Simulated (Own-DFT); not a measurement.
# Strain and stress in bcc W, 16 atoms (W16)

All numbers below are calculated, not measured. The program, named Own-DFT, is a retired in-house plane-wave density functional code that no person has reviewed. Each row is one single-point run on a periodic cell that was not relaxed, without spin or spin-orbit coupling.

Settings of every run: PBE; PseudoDojo norm-conserving scalar-relativistic files; cutoff 50 hartree; 5 x 5 x 5 k mesh centred on Gamma; cold (Marzari-Vanderbilt) smearing of 0.2 eV.

Known limits: forces on such cells failed a check on a denser k mesh; stress not checked against mesh or cutoff.

Unstrained cell vectors in Å: (6.330, 0.000, 0.000); (0.000, 6.330, 0.000); (0.000, 0.000, 6.330). The unstrained cell has measured lattice constants (interpolated for alloys), not those of this functional. That, the random moves and any unrelaxed bonds set the pressure at no strain. Each run strains this cell uniformly, with the atoms carried along. Every atom was also moved at random, by a Gaussian of width 0.05 Å on each axis. Strain is the symmetric tensor, in per cent. Stress is positive in tension, and the pressure is minus a third of its trace.

| run | e_xx (%) | e_yy (%) | e_zz (%) | e_yz (%) | e_xz (%) | e_xy (%) | s_xx (GPa) | s_yy (GPa) | s_zz (GPa) | s_yz (GPa) | s_xz (GPa) | s_xy (GPa) | P (GPa) | E (meV/atom) |
|---|---|---|---|---|---|---|---|---|---|---|---|---|---|---|
| 1 | 0.20 | -1.01 | -0.36 | -0.66 | -1.86 | -1.19 | -9.68 | -14.83 | -12.05 | -2.48 | -6.49 | -4.06 | 12.19 | 57.4 |
| 2 | 1.67 | -0.87 | 0.30 | -1.21 | -0.03 | -1.78 | -1.12 | -9.69 | -5.06 | -3.53 | -0.47 | -5.31 | 5.29 | 67.9 |
| 3 | 0.58 | 1.48 | 0.21 | 0.31 | 1.60 | 1.88 | -1.85 | -0.14 | -3.40 | 0.28 | 4.38 | 5.12 | 1.80 | 52.6 |
| 4 | 1.03 | -1.12 | -1.14 | 0.44 | 0.66 | -0.14 | -7.05 | -14.47 | -14.22 | 1.05 | 2.10 | -0.41 | 11.91 | 35.3 |
| 5 | -1.79 | -1.28 | 1.99 | 1.33 | -0.72 | 0.62 | -16.32 | -14.97 | -4.56 | 4.85 | -2.98 | 2.44 | 11.95 | 54.5 |
| 6 | 1.39 | 0.05 | 0.62 | 1.08 | 1.37 | -1.55 | 0.43 | -4.55 | -2.45 | 3.87 | 4.44 | -4.91 | 2.19 | 48.4 |
| 7 | -0.04 | -0.94 | 1.48 | -0.85 | -1.64 | -0.10 | -6.66 | -9.34 | -1.69 | -2.69 | -4.76 | -0.49 | 5.89 | 11.8 |
| 8 | 1.22 | 0.15 | -0.72 | -1.29 | -0.01 | 0.43 | -2.57 | -6.24 | -8.42 | -3.79 | 0.19 | 1.14 | 5.75 | 27.1 |
| 9 | 0.68 | 1.10 | -0.21 | -1.02 | 1.20 | -0.68 | -1.40 | -0.12 | -4.93 | -2.65 | 3.69 | -1.95 | 2.15 | 0.0 |
| 10 | -0.37 | 0.13 | -0.68 | 0.47 | 0.70 | -0.27 | -10.27 | -9.06 | -11.52 | 1.53 | 2.43 | -0.99 | 10.29 | 16.2 |
| 11 | 0.62 | 1.84 | 1.44 | -0.73 | 1.10 | 1.01 | 1.87 | 5.56 | 4.29 | -2.22 | 3.18 | 2.93 | -3.90 | 17.8 |
| 12 | -0.06 | -1.45 | 0.83 | 1.44 | 1.53 | -1.31 | -10.67 | -14.70 | -8.03 | 4.68 | 5.02 | -4.45 | 11.13 | 62.2 |
| 13 | -0.28 | -0.77 | 0.85 | -1.88 | 0.06 | 1.59 | -8.87 | -11.19 | -5.61 | -5.83 | 0.94 | 4.98 | 8.56 | 31.4 |
| 14 | 0.26 | -1.26 | -1.36 | -1.38 | 1.93 | -0.99 | -13.11 | -17.80 | -18.82 | -4.07 | 6.31 | -2.83 | 16.58 | 68.7 |
| 15 | -1.21 | 0.55 | 0.39 | -0.76 | -0.43 | -0.31 | ? | ? | ? | ? | ? | ? | ? | ? |

E is the free energy for each atom above the lowest run shown.

## Worked fit

Each stress component was fitted by least squares to a constant and the strains of the runs shown, as fractions, with shears doubled. Shear strains stay in the fit of a normal stress only where such slopes are resolved. The slopes, in GPa:

| stress | at no strain | per e_xx | per e_yy | per e_zz | scatter |
|---|---|---|---|---|---|
| s_xx | -7.9 | 503 ± 25 | 233 ± 19 | 190 ± 21 | 0.68 |
| s_yy | -8.3 | 182 ± 31 | 544 ± 23 | 196 ± 25 | 0.82 |
| s_zz | -8.2 | 206 ± 28 | 224 ± 21 | 523 ± 23 | 0.76 |

Each shear stress against twice its own strain: yz 151 ± 6, xz 166 ± 7, xy 151 ± 6 GPa. These are stiffnesses along x, y and z of the frame in which the cell vectors are given, which need not be the crystal's axes. The atoms are held to the strained lattice; where symmetry lets them move under strain, relaxing them would lower some slopes. The table should be nearly symmetric about its diagonal, and what it lacks of that shows the noise. A ninth of its sum, 311 ± 11 GPa, estimates the bulk modulus near the mean pressure of these runs, 7.3 GPa, so it lies above the value at zero pressure.

## Withheld run

Question: what normal stresses and pressure should run 15 give?

The fit gives s_xx = -11.9, s_yy = -6.7, s_zz = -7.5 and P = 8.7 GPa. The calculation gave -12.77, -6.83, -7.27 and P = 8.96 GPa.
